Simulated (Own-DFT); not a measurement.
Al16O23 (corundum with two vacancies, atoms displaced) (calculated)

Computed with Own-DFT development build. A calculation, not a measurement: plane-wave PBE density functional theory by an unreviewed code, no spin, of a simulated periodic cell, stress positive in tension, free energy of the whole cell less one offset for each atom, defect cell not probed for a lower state with spin; oxygen file: force components 24 meV/angstrom off all-electron in one glass; forces on such cells passed a denser k mesh, this cell's mesh not checked; offsets are fitted by least squares, one for each functional and potential file, so energies compare only between cells with the same atoms and settings and are not formation energies; the far tail of each file's local potential was reset to the Coulomb form; each entry is a single point on an unrelaxed cell, so the pressure reflects the starting lattice, mostly measured values, from which strain is counted, and rises with the displacements; printed positions are rounded, which can move forces by about a meV/angstrom; the program is a retired in-house code; no spin-orbit coupling; before rounding, a Quantum ESPRESSO 7.3.1 run of the same cell and cutoff gave forces within 1 meV/angstrom rms on each cell, which checks the program and not the settings.

Common to all runs: functional PBE; potential files PseudoDojo norm-conserving, scalar-relativistic, standard set; wave cutoff 72 hartree; occupations Fermi-Dirac; smearing width 0.1 eV; k mesh 3 x 3 x 3 centred on Gamma.

(1) Al16O23 (corundum with two vacancies, atoms displaced)

```cif
# cell vector a (Å): 5.4940 0.0000 8.6604
# cell vector b (Å): -2.7470 4.7579 8.6604
# cell vector c (Å): -2.7470 -4.7579 8.6604
data_Al16O23
_symmetry_space_group_name_H-M 'P 1'
_symmetry_Int_Tables_number 1
_cell_length_a 10.2561
_cell_length_b 10.2560
_cell_length_c 10.2560
_cell_angle_alpha 55.280
_cell_angle_beta 55.280
_cell_angle_gamma 55.280
_cell_volume 679.15
loop_
_atom_site_label
_atom_site_type_symbol
_atom_site_fract_x
_atom_site_fract_y
_atom_site_fract_z
_atom_site_occupancy
Al1 Al 0.17523 0.18530 0.16691 1
Al2 Al 0.32896 0.31568 0.31993 1
Al3 Al 0.41878 0.42521 0.43540 1
Al4 Al 0.08688 0.06916 0.05892 1
O1 O 0.28598 0.47002 0.10570 1
O2 O 0.48115 0.12350 0.27390 1
O3 O 0.13465 0.27270 0.47592 1
O4 O 0.20758 0.02980 0.38987 1
O5 O 0.02162 0.37888 0.21740 1
O6 O 0.35594 0.24216 0.03568 1
Al5 Al 0.15549 0.18318 0.68834 1
Al6 Al 0.32790 0.32540 0.83248 1
Al7 Al 0.42765 0.43103 0.93257 1
Al8 Al 0.07066 0.07727 0.58972 1
O7 O 0.27765 0.46471 0.61896 1
O8 O 0.46057 0.11986 0.78748 1
O9 O 0.11720 0.26470 0.97214 1
O10 O 0.23997 0.01690 0.87232 1
O11 O 0.03808 0.36567 0.71252 1
O12 O 0.38209 0.20451 0.53011 1
Al9 Al 0.18844 0.67709 0.16681 1
Al10 Al 0.32064 0.82980 0.33056 1
Al11 Al 0.42272 0.92847 0.43159 1
Al12 Al 0.06822 0.58284 0.07446 1
O13 O 0.25374 0.95663 0.15729 1
O14 O 0.50091 0.61438 0.26858 1
O15 O 0.11648 0.80178 0.47464 1
O16 O 0.22829 0.53464 0.35240 1
O17 O 0.02710 0.86719 0.23401 1
O18 O 0.37813 0.70844 0.03905 1
Al13 Al 0.17228 0.68572 0.67140 1
Al14 Al 0.32118 0.82946 0.83143 1
Al15 Al 0.44581 0.92998 0.91315 1
Al16 Al 0.04775 0.56952 0.59850 1
O19 O 0.25490 0.96405 0.64284 1
O20 O 0.48630 0.61828 0.77583 1
O21 O 0.13490 0.78437 0.97532 1
O22 O 0.21201 0.53631 0.89008 1
O23 O 0.02325 0.88941 0.72730 1
Al17 Al 0.67783 0.18597 0.16882 1
Al18 Al 0.81274 0.32000 0.33496 1
Al19 Al 0.90946 0.44212 0.41200 1
Al20 Al 0.56406 0.08536 0.08015 1
O24 O 0.78512 0.46422 0.12987 1
O25 O 0.97605 0.11805 0.28254 1
O26 O 0.62671 0.28795 0.46299 1
O27 O 0.73355 0.00234 0.39027 1
O28 O 0.52558 0.37440 0.20832 1
O29 O 0.89171 0.19532 0.03660 1
Al21 Al 0.67950 0.16904 0.68178 1
Al22 Al 0.82793 0.32186 0.81435 1
Al23 Al 0.90401 0.42673 0.92996 1
Al24 Al 0.58454 0.08494 0.57112 1
O30 O 0.79076 0.45825 0.63459 1
O31 O 0.97774 0.10436 0.77903 1
O32 O 0.62328 0.27054 0.97829 1
O33 O 0.72114 0.02670 0.87470 1
O34 O 0.51831 0.36881 0.72230 1
O35 O 0.87074 0.21188 0.53160 1
Al25 Al 0.67131 0.65932 0.20525 1
Al26 Al 0.81761 0.83547 0.31299 1
Al27 Al 0.92631 0.91870 0.43025 1
Al28 Al 0.56284 0.58292 0.07717 1
O36 O 0.79648 0.96441 0.11544 1
O37 O 0.96807 0.64833 0.27867 1
O38 O 0.71565 0.51506 0.38376 1
O39 O 0.52285 0.88210 0.22848 1
O40 O 0.87757 0.72486 0.01703 1
Al29 Al 0.68644 0.67732 0.66877 1
Al30 Al 0.82169 0.82455 0.81320 1
Al31 Al 0.93789 0.92757 0.90718 1
Al32 Al 0.56480 0.57055 0.58515 1
O41 O 0.78179 0.98575 0.60673 1
O42 O 0.98629 0.62412 0.78024 1
O43 O 0.62487 0.78663 0.96945 1
O44 O 0.70270 0.52534 0.89029 1
O45 O 0.52004 0.88232 0.71792 1
O46 O 0.86952 0.72335 0.53345 1
```

Results for Al16O23 (corundum with two vacancies, atoms displaced): free energy of cell above offsets -39.483 eV; pressure 13.83 GPa; stress xx -14.2 GPa; stress yy -14.28 GPa; stress zz -13.02 GPa; stress yz -0.06 GPa; stress xz 0.44 GPa; stress xy -0.96 GPa.

Force:
| element | x (eV/Å) | y (eV/Å) | z (eV/Å) |
| --- | --- | --- | --- |
| Al | -2.368 | -3.176 | -1.784 |
| Al | -1.18 | 0.725 | 1.272 |
| Al | 1.221 | 1.632 | -2.017 |
| Al | -0.423 | -4.077 | 1.594 |
| O | -4.798 | -3.257 | 3.572 |
| O | -0.294 | -0.89 | -0.337 |
| O | -1.613 | 0.595 | -1.421 |
| O | 1.719 | 0.837 | 0.982 |
| O | -0.992 | 0.161 | 1.724 |
| O | 2.697 | -1.044 | -0.55 |
| Al | 7.27 | -1.741 | -1.1 |
| Al | -1.744 | 0.65 | -2.445 |
| Al | 1.959 | 1.918 | -1.949 |
| Al | 2.018 | 3.459 | -3.782 |
| O | -2.337 | -0.972 | 1.629 |
| O | 0.84 | 3.707 | 3.011 |
| O | 0.931 | 2.216 | 2.509 |
| O | -2.059 | 0.972 | -0.126 |
| O | -5.444 | 0.414 | 1.868 |
| O | -0.534 | 1.229 | 0.904 |
| Al | -2.99 | -0.187 | -0.594 |
| Al | -0.394 | -0.173 | -0.041 |
| Al | -0.213 | -0.993 | 0.071 |
| Al | -0.292 | -0.104 | 0.351 |
| O | 3.468 | 3.33 | 0.348 |
| O | -4.206 | -1.189 | -1.49 |
| O | 0.792 | -2.913 | -0.74 |
| O | -0.35 | -3.621 | 2.024 |
| O | 0.851 | 1.198 | 0.003 |
| O | 0.512 | 2.934 | 0.33 |
| Al | 0.757 | 0.06 | 1.429 |
| Al | 2.042 | 0.681 | -0.757 |
| Al | -2.24 | -3.23 | -2.555 |
| Al | 3.732 | 2.81 | 1.308 |
| O | 3.331 | 0.04 | 1.926 |
| O | -0.644 | 0.126 | -0.122 |
| O | -1.027 | -0.278 | -2.107 |
| O | 2.7 | 2.354 | -2.628 |
| O | 2.312 | -1.1 | -4.456 |
| Al | 1.455 | -2.27 | -0.145 |
| Al | 4.849 | 0.208 | -0.393 |
| Al | 2.034 | -1.449 | 2.318 |
| Al | 2.136 | -0.842 | -1.287 |
| O | -0.138 | 1.123 | -1.147 |
| O | -1.96 | 1.013 | 0.234 |
| O | -2.548 | -2.321 | -1.999 |
| O | -2.53 | 3.106 | -0.722 |
| O | -0.264 | -0.16 | 1.932 |
| O | -2.767 | 3.636 | -1.925 |
| Al | -0.274 | 0.376 | 0.565 |
| Al | -0.742 | -3.926 | -0.089 |
| Al | 1.08 | -2.44 | 3.042 |
| Al | -0.626 | -0.159 | -3.833 |
| O | -0.215 | 3.535 | -2.413 |
| O | -4.084 | 4.306 | 5.823 |
| O | 1.151 | 1.74 | 0.294 |
| O | -1.26 | 0.195 | 0.02 |
| O | 0.717 | 0.482 | 1.99 |
| O | -0.141 | 1.072 | 2.066 |
| Al | 1.712 | 5.55 | 0.086 |
| Al | -0.297 | -0.341 | 1.342 |
| Al | 1.979 | 3.066 | -0.04 |
| Al | 1.042 | -1.715 | 1.116 |
| O | -1.758 | 1.589 | -0.895 |
| O | 2.275 | -3.094 | -4.449 |
| O | -0.63 | -1.422 | 2.789 |
| O | 0.538 | -0.453 | -0.908 |
| O | -0.807 | -1.479 | 0.569 |
| Al | -2.919 | -0.227 | -1.555 |
| Al | -0.503 | -0.702 | 2.542 |
| Al | -2.725 | -6.129 | -0.151 |
| Al | -1.368 | 1.242 | -0.21 |
| O | -1.442 | -3.064 | 1.253 |
| O | -1.32 | -0.689 | -3.198 |
| O | 0.975 | -0.574 | -0.792 |
| O | 3.144 | 0.86 | 0.483 |
| O | 2.121 | -0.873 | 0.592 |
| O | 1.099 | -1.875 | 1.242 |

(2) Al16O23 (corundum with two vacancies, atoms displaced)

```cif
# cell vector a (Å): 5.4940 0.0000 8.6604
# cell vector b (Å): -2.7470 4.7579 8.6604
# cell vector c (Å): -2.7470 -4.7579 8.6604
data_Al16O23
_symmetry_space_group_name_H-M 'P 1'
_symmetry_Int_Tables_number 1
_cell_length_a 10.2561
_cell_length_b 10.2560
_cell_length_c 10.2560
_cell_angle_alpha 55.280
_cell_angle_beta 55.280
_cell_angle_gamma 55.280
_cell_volume 679.15
loop_
_atom_site_label
_atom_site_type_symbol
_atom_site_fract_x
_atom_site_fract_y
_atom_site_fract_z
_atom_site_occupancy
Al1 Al 0.17779 0.16125 0.19080 1
Al2 Al 0.33161 0.31346 0.32264 1
Al3 Al 0.41704 0.43357 0.42403 1
Al4 Al 0.08276 0.05905 0.06347 1
O1 O 0.27906 0.46937 0.13254 1
O2 O 0.47502 0.12641 0.27316 1
O3 O 0.11649 0.26608 0.48626 1
O4 O 0.21308 0.03424 0.37962 1
O5 O 0.02678 0.36990 0.21958 1
O6 O 0.36387 0.22890 0.01807 1
Al5 Al 0.17975 0.16369 0.68937 1
Al6 Al 0.31052 0.31437 0.84002 1
Al7 Al 0.41844 0.42798 0.92984 1
Al8 Al 0.08609 0.06915 0.57866 1
O7 O 0.28252 0.46504 0.63783 1
O8 O 0.46838 0.13396 0.78959 1
O9 O 0.13469 0.25371 0.98571 1
O10 O 0.21692 0.03975 0.86595 1
O11 O 0.03860 0.37419 0.72859 1
O12 O 0.37184 0.21030 0.55337 1
Al9 Al 0.17370 0.67813 0.17913 1
Al10 Al 0.30635 0.81462 0.34830 1
Al11 Al 0.43366 0.92686 0.41981 1
Al12 Al 0.07671 0.56746 0.08073 1
O13 O 0.26585 0.97015 0.13069 1
O14 O 0.45454 0.60828 0.29253 1
O15 O 0.13599 0.78582 0.46933 1
O16 O 0.22062 0.52681 0.38591 1
O17 O 0.02665 0.87373 0.21390 1
O18 O 0.36545 0.73977 0.02851 1
Al13 Al 0.18040 0.68371 0.66791 1
Al14 Al 0.32640 0.80688 0.85272 1
Al15 Al 0.42280 0.94040 0.93674 1
Al16 Al 0.05792 0.57930 0.58023 1
O19 O 0.28385 0.99194 0.59870 1
O20 O 0.47731 0.60479 0.77810 1
O21 O 0.13818 0.77230 0.97800 1
O22 O 0.21956 0.52606 0.88311 1
O23 O 0.02217 0.88367 0.72339 1
O24 O 0.38508 0.73320 0.51741 1
Al17 Al 0.67079 0.17848 0.17358 1
Al18 Al 0.81853 0.33148 0.32866 1
Al19 Al 0.92588 0.42116 0.42114 1
Al20 Al 0.57202 0.05953 0.07861 1
O25 O 0.76185 0.47890 0.12317 1
O26 O 0.98002 0.13081 0.27442 1
O27 O 0.63458 0.28341 0.46872 1
O28 O 0.51536 0.38012 0.22305 1
O29 O 0.88352 0.22457 0.04039 1
Al21 Al 0.65902 0.16165 0.68766 1
Al22 Al 0.84071 0.31585 0.82549 1
Al23 Al 0.93177 0.42316 0.93467 1
Al24 Al 0.56100 0.06928 0.58859 1
O30 O 0.77951 0.48649 0.62037 1
O31 O 0.97645 0.13669 0.77023 1
O32 O 0.62625 0.26763 0.96045 1
O33 O 0.73141 0.02415 0.87507 1
O34 O 0.52483 0.38324 0.71841 1
O35 O 0.88285 0.22518 0.52975 1
Al25 Al 0.67660 0.67619 0.17618 1
Al26 Al 0.82651 0.81565 0.32921 1
Al27 Al 0.92106 0.92724 0.41929 1
Al28 Al 0.57037 0.58464 0.06710 1
O36 O 0.98385 0.60263 0.28404 1
O37 O 0.61806 0.76996 0.47235 1
O38 O 0.71690 0.51936 0.39449 1
O39 O 0.51516 0.88676 0.23071 1
O40 O 0.87844 0.72893 0.01128 1
Al29 Al 0.67974 0.67765 0.67364 1
Al30 Al 0.80772 0.82529 0.83414 1
Al31 Al 0.94047 0.90464 0.92082 1
Al32 Al 0.57090 0.56799 0.57887 1
O41 O 0.78265 0.98180 0.61458 1
O42 O 0.95793 0.62538 0.79182 1
O43 O 0.64155 0.77292 0.96023 1
O44 O 0.71980 0.53919 0.88545 1
O45 O 0.56192 0.87202 0.69573 1
O46 O 0.85807 0.73347 0.52545 1
```

The calculation gives: free energy of cell above offsets -39.330 eV; pressure 14.81 GPa; stress xx -14.82 GPa; stress yy -15.99 GPa; stress zz -13.61 GPa; stress yz -2.71 GPa; stress xz -1.77 GPa; stress xy -3.13 GPa.

Force:
| element | x (eV/Å) | y (eV/Å) | z (eV/Å) |
| --- | --- | --- | --- |
| Al | -1.161 | 2.144 | -1.061 |
| Al | -2.508 | -0.724 | 0.062 |
| Al | 0.677 | -5.574 | -0.661 |
| Al | -3.088 | 0.13 | 2.752 |
| O | 0.409 | 0.636 | -0.361 |
| O | 0.236 | -0.182 | -0.618 |
| O | 1.523 | 3.821 | 2.503 |
| O | 1.838 | -1.066 | -0.054 |
| O | -0.568 | 1.388 | 0.957 |
| O | 0.978 | -3.203 | 2.502 |
| Al | -0.327 | 5.377 | -2.71 |
| Al | -0.65 | 3.186 | 1.935 |
| Al | 1.737 | -1.002 | -1.437 |
| Al | -2.138 | 1.648 | -1.527 |
| O | -0.919 | 1.727 | -0.72 |
| O | 1.229 | -2.255 | -3.655 |
| O | -1.484 | 2.233 | -1.058 |
| O | 2.647 | -4.557 | 1.643 |
| O | -0.84 | -0.279 | -0.932 |
| O | -0.037 | 2.356 | -0.344 |
| Al | 0.534 | -2.545 | -0.417 |
| Al | 6.934 | 5.155 | 3.411 |
| Al | -1.072 | -0.418 | 0.484 |
| Al | 0.294 | -0.498 | -0.902 |
| O | 1.781 | -1.743 | 0.858 |
| O | 0.344 | 6.729 | 4.431 |
| O | -7.228 | -4.303 | -5.524 |
| O | -1.302 | 0.741 | -1.227 |
| O | -0.181 | -1.147 | 0.974 |
| O | 1.385 | -1.112 | 1.422 |
| Al | -0.369 | -2.454 | 0.761 |
| Al | 2.9 | 4.104 | -2.328 |
| Al | 0.889 | -0.572 | -0.659 |
| Al | 0.953 | -1.062 | 0.677 |
| O | 0.361 | -4.06 | 1.766 |
| O | -2.795 | 1.941 | 4.021 |
| O | -1.545 | 0.029 | -2.136 |
| O | -1.006 | 1.212 | -0.328 |
| O | 2.461 | -0.359 | -0.551 |
| O | -1.855 | -1.76 | -2.262 |
| Al | 1.129 | -0.98 | 0.731 |
| Al | 1.773 | -1.234 | -0.627 |
| Al | -0.372 | -2.899 | 1.276 |
| Al | 0.393 | 3.943 | 1.992 |
| O | 0.023 | -1.386 | 2.932 |
| O | -1.244 | -2.166 | -1.958 |
| O | -2.45 | -1.162 | -2.469 |
| O | 0.872 | -0.134 | -0.129 |
| O | -0.95 | 0.57 | -3.127 |
| Al | 2.268 | 4.159 | 5.356 |
| Al | -2.204 | 1.468 | -0.919 |
| Al | 0.082 | -0.775 | -0.35 |
| Al | 2.606 | 3.923 | 1.077 |
| O | 1.013 | -1.526 | 0.578 |
| O | 0.642 | -3.27 | -0.488 |
| O | 0.185 | -0.786 | 2.576 |
| O | -1.336 | -0.125 | -1.706 |
| O | 0.39 | -2.2 | -1.517 |
| O | -0.762 | -0.88 | -1.564 |
| Al | -0.176 | -1.049 | 0.618 |
| Al | -1.214 | 1.989 | -2.485 |
| Al | -1.285 | 2.049 | 1.942 |
| Al | -0.54 | -2.405 | 0.133 |
| O | -1.167 | 2.417 | 1.205 |
| O | 1.173 | 0.754 | 2.226 |
| O | 1.507 | 3.717 | -2.004 |
| O | 2.572 | -0.988 | -3.493 |
| O | -0.242 | -3.683 | 0.578 |
| Al | 0.124 | -2.397 | -2.606 |
| Al | 4.95 | 3.604 | 2.082 |
| Al | -2.503 | 1.513 | 2.415 |
| Al | 0.019 | -0.162 | 1.377 |
| O | -0.485 | -2 | -0.363 |
| O | 1.757 | 2.04 | 0.21 |
| O | -6.825 | -1.807 | -1.886 |
| O | 1.807 | 1.123 | -3.317 |
| O | -4.013 | -3.19 | -0.593 |
| O | 3.443 | 0.252 | 2.606 |

(3) Al16O23 (corundum with two vacancies, atoms displaced)

```cif
# cell vector a (Å): 5.4940 0.0000 8.6604
# cell vector b (Å): -2.7470 4.7579 8.6604
# cell vector c (Å): -2.7470 -4.7579 8.6604
data_Al16O23
_symmetry_space_group_name_H-M 'P 1'
_symmetry_Int_Tables_number 1
_cell_length_a 10.2561
_cell_length_b 10.2560
_cell_length_c 10.2560
_cell_angle_alpha 55.280
_cell_angle_beta 55.280
_cell_angle_gamma 55.280
_cell_volume 679.15
loop_
_atom_site_label
_atom_site_type_symbol
_atom_site_fract_x
_atom_site_fract_y
_atom_site_fract_z
_atom_site_occupancy
Al1 Al 0.16760 0.19173 0.16731 1
Al2 Al 0.34074 0.33149 0.32228 1
Al3 Al 0.43347 0.43791 0.42965 1
Al4 Al 0.06602 0.09832 0.06189 1
O1 O 0.27942 0.46985 0.12099 1
O2 O 0.47371 0.13467 0.26593 1
O3 O 0.13648 0.27741 0.46341 1
O4 O 0.22808 0.00433 0.38222 1
O5 O 0.02529 0.37302 0.22270 1
O6 O 0.36314 0.22166 0.04848 1
Al5 Al 0.16437 0.17266 0.69579 1
Al6 Al 0.32710 0.32800 0.81893 1
Al7 Al 0.44363 0.41247 0.92032 1
Al8 Al 0.07229 0.06867 0.58537 1
O7 O 0.28129 0.47471 0.62322 1
O8 O 0.46046 0.13238 0.78781 1
O9 O 0.11651 0.28008 0.98588 1
O10 O 0.20817 0.03481 0.86345 1
O11 O 0.03676 0.37726 0.70200 1
O12 O 0.38910 0.21652 0.52454 1
Al9 Al 0.16335 0.66459 0.17900 1
Al10 Al 0.29941 0.83341 0.33738 1
Al11 Al 0.43713 0.93595 0.40133 1
Al12 Al 0.07396 0.57649 0.09123 1
O13 O 0.27010 0.97631 0.13007 1
O14 O 0.49182 0.62926 0.26198 1
O15 O 0.13806 0.77934 0.45382 1
O16 O 0.22907 0.51098 0.38582 1
O17 O 0.00736 0.86381 0.24894 1
O18 O 0.35971 0.74753 0.01397 1
Al13 Al 0.18999 0.66658 0.66979 1
Al14 Al 0.32933 0.82309 0.82698 1
Al15 Al 0.42675 0.91228 0.93510 1
Al16 Al 0.06254 0.57381 0.58352 1
O19 O 0.28925 0.95953 0.62439 1
O20 O 0.47198 0.62640 0.76951 1
O21 O 0.11612 0.79705 0.95445 1
O22 O 0.21697 0.54226 0.85872 1
O23 O 0.38277 0.72454 0.51924 1
Al17 Al 0.68356 0.17933 0.16880 1
Al18 Al 0.80928 0.32929 0.32650 1
Al19 Al 0.93589 0.42445 0.41081 1
Al20 Al 0.57187 0.06135 0.08266 1
O24 O 0.78969 0.46110 0.12910 1
O25 O 0.96749 0.13802 0.25578 1
O26 O 0.62774 0.28125 0.47423 1
O27 O 0.70010 0.03728 0.36358 1
O28 O 0.51205 0.38121 0.21769 1
O29 O 0.88296 0.22899 0.01280 1
Al21 Al 0.67286 0.16290 0.68119 1
Al22 Al 0.83193 0.30047 0.82892 1
Al23 Al 0.93499 0.41821 0.93354 1
Al24 Al 0.57452 0.08135 0.57432 1
O30 O 0.79214 0.48388 0.61557 1
O31 O 0.98680 0.11990 0.76804 1
O32 O 0.63561 0.27864 0.97273 1
O33 O 0.73557 0.02487 0.88271 1
O34 O 0.52675 0.37204 0.73308 1
O35 O 0.86968 0.21241 0.53375 1
Al25 Al 0.67339 0.66450 0.18120 1
Al26 Al 0.82943 0.84240 0.31198 1
Al27 Al 0.92073 0.92739 0.42965 1
Al28 Al 0.59285 0.55291 0.06898 1
O36 O 0.77874 0.98557 0.12201 1
O37 O 0.98284 0.62001 0.27582 1
O38 O 0.64773 0.77451 0.46937 1
O39 O 0.72801 0.54651 0.36227 1
O40 O 0.51522 0.88588 0.21500 1
Al29 Al 0.67760 0.67248 0.66995 1
Al30 Al 0.84434 0.81025 0.81447 1
Al31 Al 0.92904 0.92745 0.92381 1
Al32 Al 0.57042 0.55732 0.58975 1
O41 O 0.77356 0.95467 0.63169 1
O42 O 0.96599 0.62825 0.77112 1
O43 O 0.62793 0.78304 0.95768 1
O44 O 0.71880 0.53614 0.88319 1
O45 O 0.52678 0.88923 0.69820 1
O46 O 0.85845 0.70174 0.53761 1
```

Results for Al16O23 (corundum with two vacancies, atoms displaced): free energy of cell above offsets -37.727 eV; pressure 15.72 GPa; stress xx -14.99 GPa; stress yy -15.5 GPa; stress zz -16.67 GPa; stress yz -0.54 GPa; stress xz -1.63 GPa; stress xy -1.08 GPa.

Force:
| element | x (eV/Å) | y (eV/Å) | z (eV/Å) |
| --- | --- | --- | --- |
| Al | 0.887 | -3.593 | 0.588 |
| Al | -2.683 | -3.691 | -4.187 |
| Al | -0.822 | 0.425 | -2.929 |
| Al | 3.248 | -3.644 | -0.674 |
| O | 0.076 | 0.995 | 0.514 |
| O | 0.026 | -0.247 | -0.389 |
| O | -0.674 | -0.367 | -1.165 |
| O | -3.935 | 2.98 | 2.213 |
| O | -0.697 | 0.394 | 0.818 |
| O | 1.992 | 2.445 | -0.069 |
| Al | 4.177 | 6.53 | -2.598 |
| Al | -1.919 | -0.6 | 0.779 |
| Al | -2.869 | -0.483 | 1.558 |
| Al | 2.939 | 0.729 | -1.02 |
| O | 0.005 | -0.411 | 0.084 |
| O | 1.862 | -0.336 | -0.391 |
| O | 2.324 | 2.993 | -0.286 |
| O | -0.806 | -5.088 | 4.88 |
| O | -1.77 | -2.384 | 1.356 |
| O | -1.517 | 0.352 | 0.552 |
| Al | 1.368 | 1.075 | 5.402 |
| Al | 6.441 | 3.254 | 2.021 |
| Al | -1.232 | -3.453 | 1.648 |
| Al | 1.247 | 2.79 | -5.202 |
| O | 0.537 | 1.079 | -1.498 |
| O | -2.249 | -2.288 | -2.638 |
| O | -5.223 | -4.273 | -3.867 |
| O | -1.464 | 2.601 | 1.068 |
| O | 3.893 | 2.801 | 2.486 |
| O | 0.521 | -4.038 | -0.201 |
| Al | -1.598 | 2.724 | 0.893 |
| Al | 0.556 | 2.709 | -2.518 |
| Al | -0.54 | 1.644 | 1.168 |
| Al | 0.84 | 1.853 | -1.844 |
| O | -0.808 | 1.033 | -0.763 |
| O | -0.002 | -1.645 | 0.585 |
| O | 1.904 | -3.376 | 1.637 |
| O | 0.407 | -3.805 | 1.404 |
| O | 0.716 | -1.766 | -0.909 |
| Al | -1.504 | 0.571 | -1.585 |
| Al | 2.893 | -0.826 | 2.494 |
| Al | -1.222 | -1.982 | 1.822 |
| Al | 0.111 | 1.796 | 1.162 |
| O | -0.951 | 1.32 | -1.547 |
| O | -2.204 | -2.85 | 0.678 |
| O | -1.033 | -0.755 | -0.711 |
| O | 0.258 | -1.665 | 4.721 |
| O | 4.371 | 2.095 | 4.009 |
| O | -1.011 | -0.258 | -0.465 |
| Al | 0.459 | -0.918 | 2.509 |
| Al | -0.212 | 4.177 | 0.806 |
| Al | -1.609 | 3.139 | -1.228 |
| Al | -0.021 | -0.771 | -3.583 |
| O | 0.545 | -3.603 | -3.622 |
| O | -2.236 | -0.761 | -0.444 |
| O | -0.776 | 0.678 | -1.382 |
| O | -1.275 | 1.695 | -2.156 |
| O | 1.624 | -1.037 | -1.999 |
| O | -0.014 | 0.748 | 0.166 |
| Al | 0.804 | 4.046 | 2.486 |
| Al | -3.086 | -3.595 | -3.626 |
| Al | 1.345 | 0.52 | -0.55 |
| Al | -4.381 | 0.172 | 1.844 |
| O | 1.738 | 0.077 | -1.519 |
| O | -1.534 | -0.085 | -0.645 |
| O | -2.136 | 2.188 | -3.932 |
| O | -0.054 | -3.139 | -0.55 |
| O | 1.816 | -1.361 | -0.229 |
| Al | -3.13 | -0.855 | -0.382 |
| Al | -2.451 | -0.482 | 2.168 |
| Al | -1.244 | -0.225 | -1.734 |
| Al | 0.881 | 4.709 | 2.03 |
| O | -0.546 | 1.932 | 1.022 |
| O | 2.382 | -1.605 | -0.851 |
| O | 0.717 | -0.991 | 0.934 |
| O | 3.452 | 1.319 | -2.504 |
| O | -0.756 | -2.476 | 1.199 |
| O | 4.834 | 3.144 | 6.689 |
